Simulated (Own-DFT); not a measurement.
## Calculated data, Si3N4 (beta silicon nitride, atoms displaced)

A calculation, not a measurement: plane-wave PBE density functional theory by an unreviewed code, no spin, of a simulated periodic cell, stress positive in tension, free energy of the whole cell less one offset for each atom, forces on such cells passed a denser k mesh, this cell's mesh not checked; offsets are fitted by least squares, one for each functional and potential file, so energies compare only between cells with the same atoms and settings and are not formation energies; the far tail of each file's local potential was reset to the Coulomb form; each entry is a single point on an unrelaxed cell, so the pressure reflects the starting lattice, mostly measured values (interpolated for alloys), from which strain is counted, and rises with the displacements; printed positions are rounded, which can move forces by about a meV/angstrom; the program, named Own-DFT, is a retired in-house code; no spin-orbit coupling. Program: Own-DFT development build.

Settings shared by all entries: functional PBE; potential files PseudoDojo norm-conserving, scalar-relativistic, standard set; wave cutoff 42 hartree; occupations Fermi-Dirac; smearing width 0.1 eV; k mesh 3 x 3 x 3 centred on Gamma.

```json
{"entry": 1, "formula": "Si3N4", "kind": "beta silicon nitride, atoms displaced", "structure": {"cell_angstrom": [[7.606, 0.0, 0.0], [-3.803, 6.587, 0.0], [0.0, 0.0, 8.727]], "atoms_fractional": [["Si", 0.17106, 0.76707, 0.0788], ["Si", 0.23074, 0.40165, 0.08474], ["Si", 0.60013, 0.83326, 0.08791], ["Si", 0.8279, 0.23117, 0.24899], ["Si", 0.76747, 0.59624, 0.24577], ["Si", 0.40924, 0.17038, 0.25249], ["N", 0.33155, 0.03276, 0.08114], ["N", 0.96328, 0.29429, 0.08444], ["N", 0.69729, 0.67226, 0.08085], ["N", 0.66737, 0.97324, 0.25201], ["N", 0.02805, 0.70023, 0.24557], ["N", 0.30146, 0.33316, 0.25371], ["N", 0.33326, 0.66596, 0.08361], ["N", 0.66491, 0.33466, 0.25053], ["Si", 0.17089, 0.76734, 0.40943], ["Si", 0.22916, 0.40856, 0.4201], ["Si", 0.59589, 0.82661, 0.4126], ["Si", 0.82928, 0.23042, 0.58094], ["Si", 0.7707, 0.59262, 0.58777], ["Si", 0.4057, 0.17257, 0.57973], ["N", 0.33203, 0.03527, 0.41692], ["N", 0.97199, 0.3031, 0.41605], ["N", 0.69551, 0.66054, 0.41773], ["N", 0.66434, 0.96557, 0.58311], ["N", 0.02857, 0.70053, 0.58458], ["N", 0.30384, 0.3302, 0.57935], ["N", 0.33921, 0.66839, 0.42033], ["N", 0.66568, 0.32915, 0.58265], ["Si", 0.17235, 0.77097, 0.75145], ["Si", 0.23552, 0.40547, 0.75403], ["Si", 0.59688, 0.82529, 0.74857], ["Si", 0.82158, 0.23047, 0.91715], ["Si", 0.77067, 0.59514, 0.91864], ["Si", 0.40137, 0.17431, 0.91532], ["N", 0.33207, 0.03199, 0.74799], ["N", 0.97103, 0.29718, 0.75415], ["N", 0.70035, 0.66602, 0.74779], ["N", 0.66714, 0.96563, 0.91546], ["N", 0.03055, 0.69763, 0.91729], ["N", 0.2997, 0.33185, 0.91896], ["N", 0.33456, 0.66841, 0.74787], ["N", 0.66897, 0.33794, 0.91333]]}, "results": {"free_energy_of_cell_above_offsets [eV]": "-7.259", "pressure [GPa]": 5.4, "stress_xx [GPa]": -4.25, "stress_yy [GPa]": -4.77, "stress_zz [GPa]": -7.19, "stress_yz [GPa]": 0.42, "stress_xz [GPa]": 0.09, "stress_xy [GPa]": -0.92, "force_element": ["Si", "Si", "Si", "Si", "Si", "Si", "N", "N", "N", "N", "N", "N", "N", "N", "Si", "Si", "Si", "Si", "Si", "Si", "N", "N", "N", "N", "N", "N", "N", "N", "Si", "Si", "Si", "Si", "Si", "Si", "N", "N", "N", "N", "N", "N", "N", "N"], "force_x [eV/angstrom]": [1.656, -0.559, -1.384, -1.216, -0.468, -1.329, -0.146, 1.148, 0.711, 0.317, 0.012, 0.316, -0.122, 1.296, 1.015, 1.545, 0.542, -0.845, -0.419, 0.301, -0.094, -0.462, -0.212, 0.662, 0.806, -0.801, -1.95, 0.595, 1.305, -0.703, -0.543, 0.165, -0.726, 1.191, -0.42, 0.095, -0.462, 0.147, -0.616, 0.487, -0.217, -0.618], "force_y [eV/angstrom]": [0.505, 0.856, -1.382, 0.964, -0.806, 1.461, -0.733, 0.515, -0.018, 0.072, 0.136, -0.707, 0.272, -0.099, 0.245, 0.155, -1.034, -0.272, -0.965, 0.806, -2.426, -0.339, 1.107, 1.09, 0.434, 0.153, 0.231, 0.36, -0.33, 0.622, -0.643, -0.318, 0.007, 0.502, -0.167, -0.03, 0.56, 0.951, 0.072, -0.464, -0.398, -0.947], "force_z [eV/angstrom]": [0.916, 0.9, -1.66, 0.707, 1.16, -1.015, 0.437, -0.539, 0.453, -0.147, -0.109, -0.544, 0.149, -0.312, 1.939, -0.751, 1.788, 1.308, -1.679, 0.976, -0.622, -0.153, -0.522, -0.681, -0.802, 1.588, -0.57, 0.061, -0.895, -1.596, 0.1, -0.384, -0.87, -0.138, 0.422, -0.951, 1.396, 0.514, -0.528, -0.002, 0.298, 0.358]}}
{"entry": 2, "formula": "Si3N4", "kind": "beta silicon nitride, atoms displaced", "structure": {"cell_angstrom": [[7.606, 0.0, 0.0], [-3.803, 6.587, 0.0], [0.0, 0.0, 8.727]], "atoms_fractional": [["Si", 0.17241, 0.76959, 0.08128], ["Si", 0.23636, 0.40153, 0.08206], ["Si", 0.59508, 0.82516, 0.08623], ["Si", 0.82473, 0.22771, 0.24886], ["Si", 0.77134, 0.59979, 0.25485], ["Si", 0.39973, 0.17143, 0.2504], ["N", 0.33044, 0.03231, 0.0871], ["N", 0.97276, 0.30088, 0.08318], ["N", 0.70351, 0.66979, 0.07642], ["N", 0.67191, 0.97114, 0.2519], ["N", 0.03087, 0.69604, 0.24967], ["N", 0.30192, 0.33009, 0.25146], ["N", 0.32434, 0.66411, 0.08376], ["N", 0.66324, 0.33284, 0.24706], ["Si", 0.17606, 0.76955, 0.41211], ["Si", 0.23141, 0.40216, 0.4168], ["Si", 0.60031, 0.83197, 0.41877], ["Si", 0.83365, 0.23007, 0.58427], ["Si", 0.77394, 0.59698, 0.5819], ["Si", 0.40412, 0.17337, 0.58289], ["N", 0.33044, 0.02992, 0.41751], ["N", 0.96742, 0.30114, 0.41727], ["N", 0.69902, 0.66941, 0.41398], ["N", 0.66615, 0.96695, 0.58477], ["N", 0.0355, 0.70032, 0.588], ["N", 0.29857, 0.33475, 0.58262], ["N", 0.32971, 0.66636, 0.4183], ["N", 0.6662, 0.33323, 0.58327], ["Si", 0.17298, 0.76762, 0.74795], ["Si", 0.23018, 0.40357, 0.74916], ["Si", 0.59191, 0.82963, 0.74626], ["Si", 0.82849, 0.22976, 0.91751], ["Si", 0.76701, 0.60015, 0.91839], ["Si", 0.40748, 0.17327, 0.91338], ["N", 0.33491, 0.03267, 0.75205], ["N", 0.97281, 0.30267, 0.75379], ["N", 0.70199, 0.67117, 0.75161], ["N", 0.66522, 0.96974, 0.91671], ["N", 0.03212, 0.69535, 0.91348], ["N", 0.29848, 0.33067, 0.91502], ["N", 0.33537, 0.66132, 0.75201], ["N", 0.66224, 0.33187, 0.91862]]}, "results": {"free_energy_of_cell_above_offsets [eV]": "-6.920", "pressure [GPa]": 5.66, "stress_xx [GPa]": -3.87, "stress_yy [GPa]": -4.18, "stress_zz [GPa]": -8.93, "stress_yz [GPa]": -1.01, "stress_xz [GPa]": 0.54, "stress_xy [GPa]": -0.24, "force_element": ["Si", "Si", "Si", "Si", "Si", "Si", "N", "N", "N", "N", "N", "N", "N", "N", "Si", "Si", "Si", "Si", "Si", "Si", "N", "N", "N", "N", "N", "N", "N", "N", "Si", "Si", "Si", "Si", "Si", "Si", "N", "N", "N", "N", "N", "N", "N", "N"], "force_x [eV/angstrom]": [0.197, -1.524, -1.147, -0.876, 0.539, 1.514, -0.377, 0.092, -1.422, 0.173, -0.771, -0.506, 2.394, 0.49, 0.091, -1.021, -1.398, -2.097, -0.398, 0.372, -0.335, 0.903, -0.232, 0.474, -1.039, 1.235, 1.656, 0.749, 1.771, 0.271, 0.649, -1.584, 2.089, -0.275, -0.366, -0.318, -0.501, 0.27, -0.975, 1.038, -1.217, 1.411], "force_y [eV/angstrom]": [-0.122, 1.133, -0.617, 1.735, -1.878, 0.808, -0.802, -0.518, 1.194, -0.745, 0.279, 0.129, 0.175, 0.21, -0.388, 1.374, -1.722, 0.521, -0.725, 0.836, -0.108, -0.165, 0.731, 1.598, -0.138, -1.327, 0.122, -0.068, 0.104, 0.775, -1.748, 0.566, -1.995, 0.644, -1.16, -0.638, 0.681, -0.107, 0.159, -0.872, 1.208, 0.862], "force_z [eV/angstrom]": [-0.09, 0.285, -1.139, -0.195, -2.437, 0.226, -1.333, 0.346, 3.574, -0.185, -0.09, -0.14, 0.215, 0.389, 1.359, -0.388, -0.477, 0.487, 1.088, 0.346, -0.091, -0.404, 1.41, -0.682, -2.499, 0.119, -0.207, -0.098, 1.367, 0.511, 2.051, 0.489, -2.089, 1.636, -1.249, -0.985, -1.213, 0.098, 0.572, -0.084, -0.311, -0.179]}}
{"entry": 3, "formula": "Si3N4", "kind": "beta silicon nitride, atoms displaced", "structure": {"cell_angstrom": [[7.606, 0.0, 0.0], [-3.803, 6.587, 0.0], [0.0, 0.0, 8.727]], "atoms_fractional": [["Si", 0.17052, 0.77137, 0.08712], ["Si", 0.23169, 0.40266, 0.08639], ["Si", 0.59185, 0.8261, 0.07982], ["Si", 0.8284, 0.22909, 0.24667], ["Si", 0.766, 0.598, 0.24918], ["Si", 0.40847, 0.17626, 0.25065], ["N", 0.3318, 0.02792, 0.08365], ["N", 0.96363, 0.29643, 0.08415], ["N", 0.69834, 0.66123, 0.08271], ["N", 0.66539, 0.9642, 0.24587], ["N", 0.0341, 0.7021, 0.25378], ["N", 0.3032, 0.33349, 0.24861], ["N", 0.33603, 0.66334, 0.08239], ["N", 0.66396, 0.33313, 0.24802], ["Si", 0.17049, 0.77246, 0.4151], ["Si", 0.23431, 0.4094, 0.41852], ["Si", 0.59565, 0.82761, 0.42292], ["Si", 0.83604, 0.23408, 0.58167], ["Si", 0.76713, 0.59806, 0.58679], ["Si", 0.40324, 0.17366, 0.57846], ["N", 0.33407, 0.02859, 0.41493], ["N", 0.97278, 0.30299, 0.41883], ["N", 0.69974, 0.66545, 0.418], ["N", 0.66885, 0.97038, 0.58027], ["N", 0.03794, 0.70578, 0.58557], ["N", 0.29944, 0.33164, 0.585], ["N", 0.33075, 0.66763, 0.41401], ["N", 0.6678, 0.33388, 0.58257], ["Si", 0.17141, 0.76689, 0.7513], ["Si", 0.22913, 0.4012, 0.7521], ["Si", 0.59755, 0.82581, 0.74959], ["Si", 0.82204, 0.23285, 0.91841], ["Si", 0.7679, 0.59652, 0.91743], ["Si", 0.40514, 0.1704, 0.91525], ["N", 0.33258, 0.03129, 0.75009], ["N", 0.97031, 0.30144, 0.75156], ["N", 0.69406, 0.6623, 0.75115], ["N", 0.67104, 0.96809, 0.91935], ["N", 0.03306, 0.6985, 0.91723], ["N", 0.29782, 0.33017, 0.91335], ["N", 0.33343, 0.66715, 0.74669], ["N", 0.66663, 0.33317, 0.91953]]}, "results": {"free_energy_of_cell_above_offsets [eV]": "-7.050", "pressure [GPa]": 5.67, "stress_xx [GPa]": -3.33, "stress_yy [GPa]": -4.32, "stress_zz [GPa]": -9.36, "stress_yz [GPa]": -0.29, "stress_xz [GPa]": -0.24, "stress_xy [GPa]": -0.65, "force_element": ["Si", "Si", "Si", "Si", "Si", "Si", "N", "N", "N", "N", "N", "N", "N", "N", "Si", "Si", "Si", "Si", "Si", "Si", "N", "N", "N", "N", "N", "N", "N", "N", "Si", "Si", "Si", "Si", "Si", "Si", "N", "N", "N", "N", "N", "N", "N", "N"], "force_x [eV/angstrom]": [1.98, -0.729, 0.506, -1.719, 1.313, 0.036, -0.336, 1.761, -1.465, 0.519, -1.976, 0.168, -1.695, 1.348, 1.834, 0.007, -0.668, -2.352, 1.881, 1.029, -0.472, 0.296, -1.007, 0.647, -2.169, 0.292, 0.43, 0.325, 1.608, -0.323, -1.392, 0.482, 1.148, -0.25, -0.221, -0.275, -0.302, 0.179, -1.205, 0.908, 0.44, -0.577], "force_y [eV/angstrom]": [-0.927, 0.573, -1.292, -0.278, -1.363, -0.228, 0.666, 0.827, 1.611, 0.86, -0.664, -0.651, 0.14, 0.458, -0.566, 0.393, -1.281, -0.011, -1.428, 0.446, 0.65, -0.295, 1.089, 0.799, -0.703, -0.46, 0.412, 0.018, 0.673, 1.543, -0.148, -0.251, -1.16, 0.861, -0.422, -0.429, 0.955, 0.656, -0.192, -0.882, -0.229, 0.23], "force_z [eV/angstrom]": [-0.777, -1.478, 1.06, 1.596, 0.573, -0.515, 0.077, -0.585, -0.119, 1.405, -1.095, 1.151, 0.016, 0.205, 1.358, -0.445, -2.786, 0.833, -0.878, 1.341, -0.114, -1.562, 0.186, 1.757, -0.552, -0.551, 0.286, 0.036, 0.003, -0.558, 0.14, -0.529, -0.06, 0.233, -0.635, 0.116, 0.269, -1.489, 0.444, 1.666, 0.252, -0.276]}}
{"entry": 4, "formula": "Si3N4", "kind": "beta silicon nitride, atoms displaced", "structure": {"cell_angstrom": [[7.606, 0.0, 0.0], [-3.803, 6.587, 0.0], [0.0, 0.0, 8.727]], "atoms_fractional": [["Si", 0.17133, 0.77144, 0.08235], ["Si", 0.22811, 0.40272, 0.08466], ["Si", 0.59934, 0.83108, 0.0823], ["Si", 0.82607, 0.23628, 0.25572], ["Si", 0.76872, 0.59391, 0.24833], ["Si", 0.40337, 0.17067, 0.24622], ["N", 0.33502, 0.02939, 0.08122], ["N", 0.97097, 0.30008, 0.08434], ["N", 0.70262, 0.66751, 0.08129], ["N", 0.67383, 0.97193, 0.24692], ["N", 0.0297, 0.69645, 0.24973], ["N", 0.30172, 0.33331, 0.24873], ["N", 0.33094, 0.66607, 0.08077], ["N", 0.66115, 0.33089, 0.24878], ["Si", 0.17711, 0.7731, 0.41568], ["Si", 0.23229, 0.40026, 0.41578], ["Si", 0.59936, 0.82642, 0.41958], ["Si", 0.82798, 0.22816, 0.57953], ["Si", 0.76961, 0.59409, 0.58122], ["Si", 0.40324, 0.16748, 0.58424], ["N", 0.32926, 0.02491, 0.4197], ["N", 0.96791, 0.30035, 0.41725], ["N", 0.69567, 0.65904, 0.41832], ["N", 0.67198, 0.97685, 0.58215], ["N", 0.03159, 0.70512, 0.58422], ["N", 0.30355, 0.33332, 0.58444], ["N", 0.32924, 0.66671, 0.41615], ["N", 0.66298, 0.3312, 0.58096], ["Si", 0.17396, 0.76744, 0.75412], ["Si", 0.22762, 0.40543, 0.7541], ["Si", 0.5952, 0.82733, 0.74643], ["Si", 0.82171, 0.23149, 0.9177], ["Si", 0.77345, 0.5997, 0.91887], ["Si", 0.40707, 0.17738, 0.91357], ["N", 0.32454, 0.02529, 0.74456], ["N", 0.97126, 0.30597, 0.74705], ["N", 0.70263, 0.66894, 0.74794], ["N", 0.66347, 0.96499, 0.91676], ["N", 0.02864, 0.69762, 0.91478], ["N", 0.30524, 0.33009, 0.91719], ["N", 0.33648, 0.66901, 0.74807], ["N", 0.67178, 0.33454, 0.92167]]}, "results": {"free_energy_of_cell_above_offsets [eV]": "-7.105", "pressure [GPa]": 5.54, "stress_xx [GPa]": -4.97, "stress_yy [GPa]": -5.56, "stress_zz [GPa]": -6.08, "stress_yz [GPa]": 0.04, "stress_xz [GPa]": -0.03, "stress_xy [GPa]": -0.46, "force_element": ["Si", "Si", "Si", "Si", "Si", "Si", "N", "N", "N", "N", "N", "N", "N", "N", "Si", "Si", "Si", "Si", "Si", "Si", "N", "N", "N", "N", "N", "N", "N", "N", "Si", "Si", "Si", "Si", "Si", "Si", "N", "N", "N", "N", "N", "N", "N", "N"], "force_x [eV/angstrom]": [1.317, 0.289, -0.829, -0.271, -0.019, -0.023, -0.576, -0.783, -1.051, 0.21, -0.396, 0.65, 0.465, 0.662, -0.263, -0.601, -1.147, -1.463, 0.739, -0.219, -0.17, 1.172, -1.024, 0.287, 0.042, -0.142, 1.684, 1.064, 0.282, 1.2, 0.341, 1.347, -0.499, 1.227, 0.239, -0.602, -0.611, 0.476, 0.398, -1.392, -0.373, -1.635], "force_y [eV/angstrom]": [-0.963, 1.208, -1.85, -0.487, -0.588, 0.243, 0.159, -0.513, 1.01, -0.105, 0.332, -0.996, 0.243, 0.391, -1.811, 1.544, -0.857, 2.057, -0.898, 1.633, 1.794, 0.298, 1.407, -1.925, -0.23, -0.599, -0.254, -0.286, -0.52, 0.581, -0.679, -0.321, -1.289, -0.719, 0.814, -0.812, 0.599, 1.503, 0.532, 0.467, -0.428, 0.312], "force_z [eV/angstrom]": [0.071, -0.602, 0.308, -1.87, 0.408, 1.237, -0.37, 0.034, 0.79, 1.377, -0.085, 0.136, 0.121, 0.107, 0.704, 0.771, -1.334, 1.215, 1.007, -0.705, -1.62, -0.212, -1.055, 0.11, -0.201, 0.171, 0.011, 0.202, -1.76, -1.143, 0.665, -0.235, -1.529, -0.141, 2.1, 0.941, 0.498, -0.948, 0.913, 0.157, 0.204, -0.446]}}
```
